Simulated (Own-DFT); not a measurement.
# Response to strain: diamond-structure SiGeSn with randomly placed atoms, 64 atoms (Ge44Si16Sn4)

These are calculations, not measurements. They come from Own-DFT, an in-house plane-wave density functional program, since retired, whose code no person has reviewed. Each row is one single-point run on a periodic cell that was not relaxed, without spin or spin-orbit coupling.

Settings of every run: PBE; PseudoDojo norm-conserving scalar-relativistic files; cutoff 49 hartree; 3 x 3 x 3 k mesh centred on Gamma; Fermi-Dirac smearing of 0.1 eV.

Known limits: forces on such cells moved up to 12 meV/angstrom on a denser k mesh; stress not checked against mesh or cutoff.

Unstrained cell vectors in Å: (11.306, 0.000, 0.000); (0.000, 11.306, 0.000); (0.000, 0.000, 11.306). The unstrained cell has measured lattice constants (interpolated for alloys), not those of this functional. That, the random moves and any unrelaxed bonds set the pressure at no strain. Each run strains this cell uniformly, with the atoms carried along. Every atom was also moved at random, by a Gaussian of width 0.05 Å on each axis. The random placing of the alloy's atoms differs from row to row. Strain is the symmetric tensor, in per cent. Stress is positive in tension, and the pressure is minus a third of its trace.

```
run,e_xx (%),e_yy (%),e_zz (%),s_xx (GPa),s_yy (GPa),s_zz (GPa),P (GPa),E (meV/atom)
1,-2.75,-2.75,0.00,-10.44,-10.41,-8.22,9.69,107.9
2,-3.00,-3.00,0.00,-10.77,-10.75,-8.39,9.97,94.4
3,2.25,2.25,0.00,-0.38,-0.27,-1.87,0.84,0.0
4,2.00,2.00,0.00,-1.01,-1.09,-2.35,1.48,25.1
5,1.25,1.25,0.00,-2.25,-1.99,-2.92,2.39,18.1
6,1.50,1.50,0.00,-1.79,-1.81,-2.88,2.16,25.3
7,-1.50,-1.50,0.00,-7.31,-7.36,-6.49,7.05,67.7
8,1.75,1.75,0.00,-1.25,-1.21,-2.40,1.62,12.9
9,-0.50,-0.50,0.00,?,?,?,?,?
```

E is the free energy for each atom above the lowest run shown.

## Worked fit

The change of volume is close to e_xx + e_yy + e_zz. A straight line through the runs shown gives P = 4.76 - 87 x (fractional change of volume) GPa, with an error of 2 on the slope and a scatter of 0.20 GPa. The strain isn't the same on all axes, but the crystal is cubic, so the slope still estimates the bulk modulus, averaged over pressures from 0.8 to 10.0 GPa.

## Withheld run

Question: what pressure should run 9 give? Its volume changes by -1.00 %.

The line gives 5.6 GPa. The calculation gave 4.95 GPa.
